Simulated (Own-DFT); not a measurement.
# Response to strain: C40 NbSi2, 36 atoms (Nb12Si24)

All numbers below are calculated, not measured. They come from Own-DFT, an in-house plane-wave density functional program, since retired, whose code no person has reviewed. Each row is one single-point run on a periodic cell that was not relaxed, without spin or spin-orbit coupling.

Settings of every run: PBE; PseudoDojo norm-conserving scalar-relativistic files; cutoff 42 hartree; 4 x 4 x 5 k mesh centred on Gamma; cold (Marzari-Vanderbilt) smearing of 0.2 eV.

Known limits: forces on such cells failed a check on a denser k mesh; stress not checked against mesh or cutoff.

Unstrained cell vectors in Å: (0.000, 8.324, 0.000); (-9.613, 0.000, 0.000); (0.000, 0.000, 6.586). The unstrained cell was taken from the Materials Project. The random moves and any unrelaxed bonds add to the pressure at no strain. Each run strains this cell uniformly, with the atoms carried along. Every atom was also moved at random, by a Gaussian of width 0.05 Å on each axis. Strain is the symmetric tensor, in per cent. Stress is positive in tension, and the pressure is minus a third of its trace.

```
run  e_xx (%)  e_yy (%)  e_zz (%)  e_yz (%)  e_xz (%)  e_xy (%)  s_xx (GPa)  s_yy (GPa)  s_zz (GPa)  s_yz (GPa)  s_xz (GPa)  s_xy (GPa)  P (GPa)  E (meV/atom)
  1     -1.79     -0.01      0.70      1.66     -0.80      1.86       -9.25       -2.76       -1.68        5.26       -2.27        5.89     4.56          11.7
  2     -0.14     -1.34     -1.08     -1.44     -0.61      0.93       -4.74       -8.37      -11.18       -5.57       -2.13        3.50     8.10          25.9
  3     -1.02     -1.12     -0.64      1.55      1.93     -0.73       -8.11       -8.09       -8.75        5.28        6.11       -2.04     8.31          25.6
  4      1.82     -0.96     -0.43     -1.58      0.48     -0.17        3.09       -4.47       -5.46       -4.96        1.03       -1.03     2.28           7.4
  5      1.27     -1.72     -1.48     -0.37     -0.84      0.42        0.19      -10.60      -11.48       -2.27       -2.55        1.36     7.29          30.0
  6      1.81     -0.40     -0.82     -0.34     -0.58     -0.45        3.59       -3.47       -6.05       -0.99       -1.52       -1.80     1.98           0.0
  7      0.36      0.09      0.34     -1.63      0.83     -1.18       -0.87       -1.72       -1.42       -4.37        1.98       -3.61     1.34           5.0
  8      0.60      0.41      1.86      1.70      1.53      0.17        0.86        1.18        4.79        4.49        4.28        0.64    -2.27          10.1
  9      1.34     -0.74     -0.82     -1.76     -1.05      0.67        1.30       -4.57       -6.95       -5.85       -3.46        1.57     3.41           5.0
 10      1.93      1.31      0.68     -1.92      1.76     -0.57        5.64        4.38        1.05       -5.92        5.00       -1.18    -3.69           7.6
 11     -0.95     -0.25     -1.11     -0.53      0.53     -1.69       -7.42       -4.52      -10.13       -1.07        2.01       -5.27     7.36          11.6
 12     -0.17      1.69      0.30     -0.82     -0.39      1.87       -2.45        3.68       -1.33       -2.33       -1.11        5.13     0.03          12.9
 13     -0.63     -1.41     -1.45      0.64      1.16      0.91       -7.57       -9.23      -12.16        1.92        3.94        3.16     9.65          17.7
 14     -1.14      0.85     -0.85     -0.30     -0.01     -1.97       -7.22       -1.06       -7.82       -0.97       -0.16       -5.35     5.37          18.4
 15      0.22     -1.31     -0.33     -1.07      1.93     -1.72       -3.80       -6.89       -6.65       -3.51        6.12       -5.24     5.78          20.8
 16      0.29      1.87     -0.47      1.97      0.01      1.93           ?           ?           ?           ?           ?           ?        ?             ?
```

E is the free energy for each atom above the lowest run shown.

## Worked fit

Each stress component was fitted by least squares to a constant and the strains of the runs shown, as fractions, with shears doubled. Shear strains stay in the fit of a normal stress only where such slopes are resolved. The slopes, in GPa:

```
stress,at no strain,per e_xx,per e_yy,per e_zz,scatter
s_xx,-2.9,389 ± 7,69 ± 10,60 ± 12,0.31
s_yy,-2.4,65 ± 12,362 ± 17,104 ± 19,0.53
s_zz,-4.0,73 ± 12,94 ± 17,448 ± 19,0.52
```

Each shear stress against twice its own strain: yz 153 ± 9, xz 156 ± 5, xy 152 ± 7 GPa. These are stiffnesses along x, y and z of the frame in which the cell vectors are given, which need not be the crystal's axes. The atoms are held to the strained lattice; where symmetry lets them move under strain, relaxing them would lower some slopes. The table should be nearly symmetric about its diagonal, and what it lacks of that shows the noise. A ninth of its sum, 185 ± 4 GPa, estimates the bulk modulus near the mean pressure of these runs, 4.0 GPa, so it lies above the value at zero pressure.

## Withheld run

Question: what normal stresses and pressure should run 16 give?

The fit gives s_xx = -0.8, s_yy = 4.1, s_zz = -4.2 and P = 0.3 GPa. The calculation gave -0.89, 4.11, -3.99 and P = 0.26 GPa.
